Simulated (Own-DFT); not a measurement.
# Point defects and the pressure they add: C11b WSi2

No measurement is shown. These are fixed-geometry runs of a retired plane-wave code named Own-DFT, which no person has reviewed; spin and spin-orbit coupling are neglected.

Common settings: PBE; PseudoDojo norm-conserving scalar-relativistic files; cutoff 50 hartree; 5 x 5 x 5 k mesh centred on Gamma; cold (Marzari-Vanderbilt) smearing of 0.2 eV.

Keep in mind: forces on such cells failed a check on a denser k mesh; stress not checked against mesh or cutoff.

All runs share one cell, with vectors in Å (-2.148, -5.953, 3.409); (-6.444, 2.976, 1.136); (-2.553, -2.948, -6.757) and a volume of 403.2 Å³. Atoms were moved at random from their sites; u is the rms move along one axis. The defect's site can differ from row to row.

| cell | formula | u (Å) | P (GPa) |
|---|---|---|---|
| no defect | Si20W10 | 0.0194 | 4.41 |
| no defect | Si20W10 | 0.0258 | 4.70 |
| no defect | Si20W10 | 0.0491 | 5.72 |
| one W on a Si site | Si19W11 | 0.0306 | 10.05 |
| one W on a Si site | Si19W11 | 0.0446 | 10.78 |
| one W on a Si site | Si19W11 | 0.0475 | 11.37 |
| one W vacancy | Si20W9 | 0.0317 | 3.92 |
| one W vacancy | Si20W9 | 0.0568 | 4.69 |
| one W vacancy | Si20W9 | 0.0578 | 5.47 |
| one Si on a W site | Si21W9 | 0.0277 | 5.97 |
| one Si on a W site | Si21W9 | 0.0296 | ? |
| one Si on a W site | Si21W9 | 0.0523 | 7.37 |
| one Si on a W site | Si21W9 | 0.0530 | 8.10 |
| one Si vacancy | Si19W10 | 0.0274 | 3.22 |
| one Si vacancy | Si19W10 | 0.0307 | 3.31 |
| one Si vacancy | Si19W10 | 0.0532 | 4.88 |

## Analysis

P = P0 + c u² + a shift for each defect gives P0 = 4.12 GPa, c = 717 ± 88 GPa/Å² and a scatter of 0.31 GPa. The shifts, and each times the cell's volume:

- one W on a Si site: 5.38 ± 0.26 GPa, 13.5 eV
- one Si on a W site: 1.52 ± 0.26 GPa, 3.8 eV
- one W vacancy: -1.23 ± 0.28 GPa, -3.1 eV
- one Si vacancy: -1.39 ± 0.25 GPa, -3.5 eV

A positive shift means that the defect pushes the cell outwards. Shift times volume (160.2 GPa Å³ is 1 eV) depends little on the cell's size, so, taken for each site, it can be compared between cells at like pressure. The atoms around the defects weren't relaxed, which would change these numbers.

## Withheld run

Asked: what pressure belongs in the blank (one Si on a W site, u = 0.0296 Å)?

From the fit: 6.27 ± 0.37 GPa. The calculation gave 6.36 GPa.
